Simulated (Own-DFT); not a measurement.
# A layer strained by its substrate: wurtzite AlGaN with randomly placed atoms, 72 atoms (Al9Ga27N36)

Source: density functional calculations with Own-DFT, an unreviewed in-house program that is no longer used. Nothing was measured or relaxed, and spin and spin-orbit coupling are left out.

All runs used: PBE; PseudoDojo norm-conserving scalar-relativistic files; cutoff 42 hartree; 4 x 4 x 3 k mesh centred on Gamma; Fermi-Dirac smearing of 0.1 eV.

Known weak points: forces on such cells passed a denser k mesh, each cell not checked; stress not checked against mesh or cutoff.

Unstrained cell vectors in Å: (9.509, 0.000, 0.000); (-4.755, 8.235, 0.000); (0.000, 0.000, 10.268). The unstrained cell has measured lattice constants (interpolated for alloys), not those of this functional. That, the random moves and any unrelaxed bonds set the pressure at no strain. Each run strains x and y alike by e, as a substrate would, and holds the height along z. Random moves of width 0.05 Å per axis were added to every atom. The random placing of the alloy's atoms differs from row to row. Stress is positive in tension.

| e (%) | u (Å) | (s_xx + s_yy)/2 (GPa) | s_zz (GPa) |
|---|---|---|---|
| -3.00 | 0.051 | -26.81 | -12.12 |
| -2.75 | 0.051 | -25.51 | -11.66 |
| -2.50 | 0.051 | -23.50 | -11.29 |
| -1.25 | 0.047 | -14.73 | -9.26 |
| -0.75 | 0.050 | -10.97 | -9.96 |
| -0.25 | 0.044 | ? | ? |
| 0.50 | 0.047 | -4.76 | -6.02 |
| 0.75 | 0.048 | -3.32 | -6.91 |
| 1.00 | 0.054 | -2.16 | -6.46 |
| 1.50 | 0.046 | 1.47 | -6.54 |

## Analysis

With e as a fraction, the in-plane stress is -7.2 + 576 e - 2888 e² GPa (errors 19 and 963, scatter 0.50), and s_zz is -7.9 + 137 e GPa (slope ± 13, scatter 0.66). At e = 0 the first slope is C11 + C12 and the second 2 C13, both with the ions held to the strained lattice and at the cell's own pressure. A free layer would change its height as e changes, and the in-plane slope would drop by 2 C13²/C33 to the biaxial modulus. At fixed height, a misfit of 1 % moves the in-plane stress by about 5.8 GPa and s_zz by 1.4 GPa.

## The run left out

Asked: what are the two stresses at e = -0.25 %?

The fitted form gives -8.6 and -8.3 GPa. The calculation gave -8.05 and -8.23 GPa.
